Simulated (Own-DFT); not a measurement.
# Misfit strain and the stress it brings: wurtzite AlGaN with randomly placed atoms, 72 atoms (Al27Ga9N36)

Calculated, not measured: single-point runs of Own-DFT, a retired in-house plane-wave DFT program that no person has reviewed, on unrelaxed cells, without spin or spin-orbit coupling.

All runs used: PBE; PseudoDojo norm-conserving scalar-relativistic files; cutoff 42 hartree; 4 x 4 x 3 k mesh centred on Gamma; Fermi-Dirac smearing of 0.1 eV.

Keep in mind: forces on such cells passed a denser k mesh, each cell not checked; stress not checked against mesh or cutoff.

Unstrained cell vectors in Å: (9.394, 0.000, 0.000); (-4.697, 8.135, 0.000); (0.000, 0.000, 10.066). The unstrained cell has measured lattice constants (interpolated for alloys), not those of this functional. That, the random moves and any unrelaxed bonds set the pressure at no strain. Each run strains x and y alike by e, as a substrate would, and holds the height along z. Random moves of width 0.05 Å per axis were added to every atom. The random placing of the alloy's atoms differs from row to row. Stress is positive in tension.

| e (%) | u (Å) | (s_xx + s_yy)/2 (GPa) | s_zz (GPa) |
|---|---|---|---|
| -3.00 | 0.050 | -28.50 | -9.45 |
| -1.75 | 0.050 | -18.04 | -9.56 |
| -1.00 | 0.052 | -12.09 | -9.44 |
| -0.75 | 0.051 | -10.89 | -7.56 |
| -0.50 | 0.048 | -9.61 | -6.77 |
| -0.25 | 0.049 | -7.03 | -8.03 |
| 2.00 | 0.049 | 3.99 | -3.50 |
| 2.25 | 0.051 | ? | ? |
| 2.75 | 0.047 | 7.43 | -2.77 |
| 3.00 | 0.049 | 7.99 | -1.58 |

## What the rows give

With e as a fraction, the in-plane stress is -5.9 + 608 e - 4767 e² GPa (errors 7 and 365, scatter 0.37), and s_zz is -6.6 + 144 e GPa (slope ± 16, scatter 0.95). At e = 0 the first slope is C11 + C12 and the second 2 C13, both with the ions held to the strained lattice and at the cell's own pressure. The term in e² is negative: the layer stiffens under compression and softens under tension. A free layer would change its height as e changes, and the in-plane slope would drop by 2 C13²/C33 to the biaxial modulus. At fixed height, a misfit of 1 % moves the in-plane stress by about 6.1 GPa and s_zz by 1.4 GPa.

## Check

Question: what are the two stresses at e = 2.25 %?

The fitted form gives 5.3 and -3.4 GPa. DFT gave 4.86 and -2.92 GPa.
